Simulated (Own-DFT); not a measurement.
Ti12O23 (rutile with two vacancies, strained, atoms displaced), Si24O47 (quartz with one vacancy, atoms displaced) (calculated)

Computed with Own-DFT development build. A calculation, not a measurement: plane-wave PBE density functional theory by an unreviewed code, no spin, of a simulated periodic cell, stress positive in tension, free energy of the whole cell less one offset for each atom, defect cell not probed for a lower state with spin; oxygen file: force components 24 meV/angstrom off all-electron in one glass; forces on such cells passed a denser k mesh, this cell's mesh not checked; offsets are fitted by least squares, one for each functional and potential file, so energies compare only between cells with the same atoms and settings and are not formation energies; the far tail of each file's local potential was reset to the Coulomb form; each entry is a single point on an unrelaxed cell, so the pressure reflects the starting lattice, mostly measured values (interpolated for alloys), from which strain is counted, and rises with the displacements; printed positions are rounded, which can move forces by about a meV/angstrom; the program, named Own-DFT, is a retired in-house code; no spin-orbit coupling; before rounding, a Quantum ESPRESSO 7.3.1 run of the same cell and cutoff gave forces within 1 meV/angstrom rms on each cell, which checks the program and not the settings.

Common to all runs: functional PBE; potential files PseudoDojo norm-conserving, scalar-relativistic, standard set; wave cutoff 72 hartree; occupations Fermi-Dirac; smearing width 0.1 eV.

(1) Ti12O23 (rutile with two vacancies, strained, atoms displaced)

```
Ti12O23
1.0
      9.2092     0.1717    -0.0678
      0.1717     9.3391     0.0437
     -0.0655     0.0422     8.7031
Ti O Ti O Ti O Ti O Ti O Ti O Ti O Ti O Ti O Ti O Ti O Ti O
2 2 2 4 2 4 2 4 2 4 2 4 2 4 2 4 2 4 2 4 2 4 2 4
Direct
  0.01985 0.99810 0.00271
  0.25502 0.24223 0.15708
  0.16011 0.14941 0.00046
  0.10906 0.40658 0.16774
  0.99675 0.00074 0.32553
  0.24991 0.25106 0.49531
  0.14408 0.15499 0.33432
  0.35202 0.34474 0.33724
  0.39693 0.09651 0.50245
  0.09696 0.40691 0.49666
  0.99462 0.99851 0.65940
  0.24905 0.25293 0.82767
  0.15633 0.15108 0.65943
  0.34354 0.34862 0.66553
  0.39219 0.09490 0.83609
  0.10727 0.40083 0.84179
  0.00040 0.49519 0.98886
  0.25806 0.75294 0.16815
  0.14011 0.65095 0.00556
  0.35188 0.84449 0.00237
  0.40551 0.59418 0.17008
  0.09369 0.90330 0.15525
  0.00158 0.49436 0.33270
  0.24798 0.75169 0.48932
  0.15274 0.64956 0.33169
  0.35103 0.85229 0.34139
  0.40831 0.59428 0.50935
  0.10563 0.89431 0.50585
  0.99961 0.50555 0.66514
  0.23053 0.76064 0.83328
  0.15550 0.65202 0.67179
  0.35922 0.84029 0.66381
  0.40429 0.59485 0.83187
  0.09891 0.90766 0.83545
  0.49263 0.00327 0.99707
  0.75637 0.23790 0.15952
  0.65593 0.15349 0.98531
  0.84792 0.34731 0.00306
  0.89285 0.09310 0.17162
  0.60361 0.40656 0.16690
  0.49767 0.99156 0.32876
  0.75452 0.26235 0.50234
  0.65370 0.15250 0.33807
  0.84942 0.34795 0.33441
  0.90723 0.10363 0.49989
  0.59289 0.40480 0.49401
  0.50322 0.00502 0.66523
  0.75149 0.25278 0.83854
  0.65123 0.15449 0.66479
  0.84162 0.33629 0.65901
  0.90503 0.10197 0.83317
  0.59611 0.40799 0.82391
  0.50560 0.49905 0.00907
  0.74976 0.74689 0.16237
  0.66760 0.65943 0.99261
  0.84779 0.85581 0.00142
  0.90217 0.60017 0.16485
  0.59909 0.90610 0.17159
  0.49892 0.49373 0.33784
  0.74166 0.74531 0.50614
  0.65457 0.65131 0.33542
  0.84206 0.84852 0.33468
  0.89967 0.59576 0.50117
  0.59083 0.89768 0.50058
  0.49978 0.50549 0.66333
  0.76096 0.74723 0.84119
  0.64627 0.66103 0.66740
  0.84909 0.85132 0.66636
  0.90708 0.60660 0.82196
  0.60750 0.91262 0.82412
```

It was run with k mesh 3 x 3 x 3 centred on Gamma.

Results for Ti12O23 (rutile with two vacancies, strained, atoms displaced): free energy of cell above offsets -10.715 eV; pressure 8.4 GPa; stress xx -6.12 GPa; stress yy -4.85 GPa; stress zz -14.22 GPa; stress yz 2.53 GPa; stress xz -2.37 GPa; stress xy 8.24 GPa.

Force:
| element | x (eV/Å) | y (eV/Å) | z (eV/Å) |
| --- | --- | --- | --- |
| Ti | -3.421 | 1.988 | -3.054 |
| Ti | -1.39 | 1.137 | 2.765 |
| O | 0.001 | -0.011 | 0.608 |
| O | 0.257 | -0.66 | -0.814 |
| Ti | -0.741 | -0.688 | 2.488 |
| Ti | 0.366 | -0.697 | 0.599 |
| O | 0.637 | -0.543 | -1.314 |
| O | 0.108 | -0.238 | -1.276 |
| O | -0.032 | 0.288 | -1.156 |
| O | 0.426 | -0.408 | 1.022 |
| Ti | -1.232 | 0.657 | 0.157 |
| Ti | 0.711 | -0.682 | -2.669 |
| O | -0.311 | 0.206 | 1.069 |
| O | 0.047 | -0.202 | 0.507 |
| O | 0.359 | 0.058 | 0.144 |
| O | -0.657 | 0.28 | -0.607 |
| Ti | 0.128 | 0.929 | 3.056 |
| Ti | -0.416 | -1.431 | -0.799 |
| O | 1.193 | 0.978 | -0.248 |
| O | -0.003 | 0.513 | 0.268 |
| O | -0.956 | 0.88 | -1.045 |
| O | 1.825 | -1.568 | 3.025 |
| Ti | -0.787 | 0.458 | -1.3 |
| Ti | 0.52 | -0.396 | 2.648 |
| O | 0.551 | 0.642 | -0.264 |
| O | -0.581 | -0.385 | -1.456 |
| O | -1.776 | 1.368 | -2.724 |
| O | -1.158 | 1.112 | -0.581 |
| Ti | 0.806 | 0.138 | -1.746 |
| Ti | 3.051 | -2.326 | -1.326 |
| O | -0.782 | -0.493 | -0.177 |
| O | -1.363 | -0.065 | 0.705 |
| O | -0.565 | -0.034 | 1.227 |
| O | -0.004 | 0.206 | -0.216 |
| Ti | 0.918 | -0.816 | -1.602 |
| Ti | -1.876 | 0.7 | 2.26 |
| O | -0.992 | -0.402 | 1.569 |
| O | 0.592 | 0.518 | -0.121 |
| O | 1.214 | -0.446 | -0.942 |
| O | 0.049 | -0.688 | -0.009 |
| Ti | 1.495 | 1.389 | 2.191 |
| Ti | -1.712 | -2.049 | -1.761 |
| O | -0.565 | -0.154 | -1.271 |
| O | 0.364 | 0.186 | -0.857 |
| O | 0.38 | -0.846 | -0.601 |
| O | 1.328 | -0.923 | 0.981 |
| Ti | 0.322 | -0.366 | -0.12 |
| Ti | -0.376 | -0.797 | -2.027 |
| O | -0.25 | 0.085 | 0.067 |
| O | 2.434 | 2.72 | 2.074 |
| O | 0.513 | -0.161 | -0.071 |
| O | 1.083 | -1.17 | 2.09 |
| Ti | 0.264 | 1.051 | -2.668 |
| Ti | 1.36 | 0.529 | 2.048 |
| O | -2.191 | -1.755 | 0.681 |
| O | 0.302 | -0.344 | -0.117 |
| O | 0.07 | -0.473 | -0.155 |
| O | -0.955 | 0.494 | -0.738 |
| Ti | 0.006 | 0.252 | -0.092 |
| Ti | 0.245 | 0.663 | -0.9 |
| O | -0.443 | -0.115 | -0.341 |
| O | 1.013 | 0.523 | -0.105 |
| O | 0.334 | -0.206 | 0.358 |
| O | 0.2 | 0.477 | -0.587 |
| Ti | -0.194 | 0.24 | 2.516 |
| Ti | -0.694 | 2.941 | -1.442 |
| O | 0.398 | -0.523 | 0.338 |
| O | 0.483 | 0.09 | -0.309 |
| O | 0.507 | -1.379 | 0.538 |
| O | -0.437 | -0.255 | 1.604 |

(2) Si24O47 (quartz with one vacancy, atoms displaced)

```
Si24O47
1.0
      9.8268     0.0000     0.0000
     -4.9134     8.5103     0.0000
      0.0000     0.0000    10.8104
Si O Si O Si O Si O Si O Si O Si O Si O
3 6 3 6 3 5 3 6 3 6 3 6 3 6 3 6
Direct
  0.23063 0.99014 0.99872
  0.99352 0.23275 0.33922
  0.25403 0.25561 0.16187
  0.19932 0.12774 0.05619
  0.41492 0.29060 0.23429
  0.37062 0.07091 0.39288
  0.07583 0.37698 0.44164
  0.13392 0.20950 0.27645
  0.30013 0.43478 0.10736
  0.23528 0.99672 0.49730
  0.00879 0.24756 0.82714
  0.26978 0.26142 0.65935
  0.19725 0.12320 0.55609
  0.42251 0.28784 0.73021
  0.37352 0.07290 0.88791
  0.07466 0.36428 0.94361
  0.12938 0.21213 0.76897
  0.29114 0.42890 0.61416
  0.23487 0.50310 0.00026
  0.00794 0.73496 0.33367
  0.26304 0.76803 0.16839
  0.21265 0.64013 0.06553
  0.43208 0.78671 0.22786
  0.07286 0.85272 0.44123
  0.13204 0.71196 0.27344
  0.28758 0.92721 0.11492
  0.22917 0.49870 0.50168
  0.00130 0.73111 0.84279
  0.26640 0.77004 0.66318
  0.21047 0.63589 0.56430
  0.42505 0.79285 0.72517
  0.37405 0.58019 0.89254
  0.07527 0.86607 0.94263
  0.12457 0.69880 0.78043
  0.29498 0.92786 0.60404
  0.72740 0.00115 0.00039
  0.50928 0.25191 0.33789
  0.76359 0.27355 0.16915
  0.69851 0.13034 0.05445
  0.92844 0.29051 0.22855
  0.87702 0.07954 0.39064
  0.57936 0.37482 0.44113
  0.63778 0.20282 0.26579
  0.79078 0.42782 0.10472
  0.72927 0.00156 0.49601
  0.49037 0.22445 0.82740
  0.75833 0.26557 0.67470
  0.70615 0.13566 0.56138
  0.92670 0.29220 0.72310
  0.85697 0.06127 0.89518
  0.58564 0.37589 0.93631
  0.63021 0.20804 0.77481
  0.79848 0.42366 0.60386
  0.73455 0.49492 0.99973
  0.50698 0.73601 0.33965
  0.75717 0.76592 0.16368
  0.71351 0.63582 0.06308
  0.92438 0.78639 0.22652
  0.86513 0.56916 0.38895
  0.58310 0.87352 0.44103
  0.63582 0.70209 0.28352
  0.78526 0.91979 0.10521
  0.72876 0.50570 0.49588
  0.50250 0.73170 0.83237
  0.76218 0.75729 0.67058
  0.71286 0.63982 0.56807
  0.92334 0.78675 0.73053
  0.85426 0.56403 0.90432
  0.57741 0.87340 0.93048
  0.62969 0.70504 0.76909
  0.78623 0.92392 0.60673
```

Settings of this run: k mesh 3 x 3 x 2 centred on Gamma.

The calculation gives: free energy of cell above offsets -17.255 eV; pressure 10.6 GPa; stress xx -9.72 GPa; stress yy -11.83 GPa; stress zz -10.26 GPa; stress yz -2.51 GPa; stress xz 0.8 GPa; stress xy -2.04 GPa.

Force:
| element | x (eV/Å) | y (eV/Å) | z (eV/Å) |
| --- | --- | --- | --- |
| Si | 1.996 | 4.062 | 1.03 |
| Si | 3.3 | 5.585 | -2.817 |
| Si | -0.128 | 2.836 | 1.42 |
| O | 0.624 | -0.864 | -1.115 |
| O | 1.047 | 0.311 | -0.199 |
| O | 0.644 | 1.887 | -0.384 |
| O | -2.164 | -3.085 | -1.744 |
| O | -0.612 | -0.154 | 0.176 |
| O | 0.242 | -1.674 | 0.265 |
| Si | -0.244 | -0.571 | -1.459 |
| Si | -2.88 | -4.12 | 3.211 |
| Si | -3.46 | 0.08 | 1.135 |
| O | -0.255 | 1.235 | 0.565 |
| O | -1.324 | 1.107 | -2.517 |
| O | -2.725 | -5.09 | 3.616 |
| O | -0.473 | 0.617 | 0.085 |
| O | 4.304 | -0.637 | -1.981 |
| O | 0.556 | -0.384 | -0.681 |
| Si | 1.44 | 0.781 | 0.182 |
| Si | -6.408 | -1.645 | -0.946 |
| Si | 3.277 | -0.233 | 2.312 |
| O | -0.238 | -1.664 | -2.109 |
| O | -2.134 | 0.473 | -0.992 |
| O | 0.352 | 2.895 | 2.772 |
| O | 4.679 | -1.214 | -1.586 |
| O | -0.188 | 1.674 | -1.132 |
| Si | 4.31 | 3.776 | -0.131 |
| Si | -3.525 | -2.233 | -1.495 |
| Si | 0.133 | -1.656 | 3.506 |
| O | -1.166 | -0.556 | -0.808 |
| O | 0.211 | 0.126 | 0.319 |
| O | -1.953 | -3.383 | 2.074 |
| O | -1.671 | -1.392 | -0.276 |
| O | 3.268 | 0.507 | -2.214 |
| O | 0.009 | 0.959 | 0.662 |
| Si | 2.219 | -0.529 | -0.455 |
| Si | -0.062 | -5.956 | -3.787 |
| Si | 5.196 | -1.371 | -4.048 |
| O | -1.499 | 3.293 | 2.593 |
| O | -2.083 | 0.808 | -1.574 |
| O | -3.068 | -6.268 | 3.906 |
| O | -2.836 | -1.469 | 0.251 |
| O | -5.754 | -0.754 | 5.414 |
| O | 1.626 | -0.266 | 2.321 |
| Si | 5.11 | 3.797 | 3.878 |
| Si | 2.749 | 5.219 | 3.393 |
| Si | 2.805 | 0.209 | -3.508 |
| O | -0.437 | 0.175 | 0.018 |
| O | -1.244 | 0.729 | -0.44 |
| O | 2.249 | 3.802 | -2.28 |
| O | -3.9 | -5.519 | -3.131 |
| O | 0.053 | -1.156 | 0.941 |
| O | -2.207 | 1.769 | -1.257 |
| Si | -4.589 | 1.322 | 5.216 |
| Si | -2.907 | -2.868 | 1.142 |
| Si | 3.25 | -1.878 | 3.208 |
| O | -0.476 | -1.571 | -1.301 |
| O | -0.74 | 0.556 | -0.221 |
| O | -0.558 | -0.293 | 0.611 |
| O | -3.487 | -3.316 | -2.359 |
| O | 1.263 | -0.096 | -0.829 |
| O | -1.348 | 2.539 | -0.539 |
| Si | 6.209 | 2.966 | 3.255 |
| Si | -1.512 | 3.371 | -1.14 |
| Si | -0.267 | 6.304 | 1.511 |
| O | 0.199 | -4.507 | -4.75 |
| O | 1.175 | 0.02 | 1.266 |
| O | 6.568 | 5.805 | -7.042 |
| O | -1.459 | -1.538 | 0.087 |
| O | 0.449 | -1.329 | 0.95 |
| O | 0.466 | -0.359 | -0.038 |
